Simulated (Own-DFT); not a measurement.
# Which defects push the lattice out? C11b WSi2

No measurement is shown. These are fixed-geometry runs of a retired plane-wave code named Own-DFT, which no person has reviewed; spin and spin-orbit coupling are neglected.

Method: PBE; PseudoDojo norm-conserving scalar-relativistic files; cutoff 50 hartree; 5 x 5 x 5 k mesh centred on Gamma; cold (Marzari-Vanderbilt) smearing of 0.2 eV.

Keep in mind: forces on such cells failed a check on a denser k mesh; stress not checked against mesh or cutoff.

All runs share one cell, with vectors in Å (-2.148, -5.953, 3.409); (-6.444, 2.976, 1.136); (-2.553, -2.948, -6.757) and a volume of 403.2 Å³. The atoms are randomly displaced, by u rms on each axis. The defect's site can differ from row to row.

```
              cell  formula   u (Å)  P (GPa)
         no defect  Si20W10  0.0187     4.44
         no defect  Si20W10  0.0193     4.22
         no defect  Si20W10  0.0451     5.84
     one W vacancy   Si20W9  0.0272     3.47
     one W vacancy   Si20W9  0.0309     3.47
     one W vacancy   Si20W9  0.0487     4.78
one Si on a W site   Si21W9  0.0309     6.31
one Si on a W site   Si21W9  0.0335     6.26
one Si on a W site   Si21W9  0.0447     7.24
one W on a Si site  Si19W11  0.0292        ?
one W on a Si site  Si19W11  0.0308    10.05
one W on a Si site  Si19W11  0.0448    10.86
one W on a Si site  Si19W11  0.0563    11.50
    one Si vacancy  Si19W10  0.0308     3.23
    one Si vacancy  Si19W10  0.0352     3.78
    one Si vacancy  Si19W10  0.0573     4.92
```

## Working it out

P = P0 + c u² + a shift for each defect gives P0 = 4.14 GPa, c = 753 ± 56 GPa/Å² and a scatter of 0.18 GPa. The shifts, and each times the cell's volume:

- one W on a Si site: 5.13 ± 0.16 GPa, 12.9 eV
- one Si on a W site: 1.44 ± 0.15 GPa, 3.6 eV
- one W vacancy: -1.25 ± 0.15 GPa, -3.2 eV
- one Si vacancy: -1.53 ± 0.15 GPa, -3.9 eV

Positive is outwards. The product with the volume (160.2 GPa Å³ to the eV) is nearly free of the cell's size; divided by the bulk modulus at the cell's pressure it gives the volume that the defect adds. The atoms around the defects weren't relaxed, which would change these numbers.

## Check

Q: what pressure belongs in the blank (one W on a Si site, u = 0.0292 Å)?

The fit gives 9.91 ± 0.21 GPa. The hidden result is 9.90 GPa.
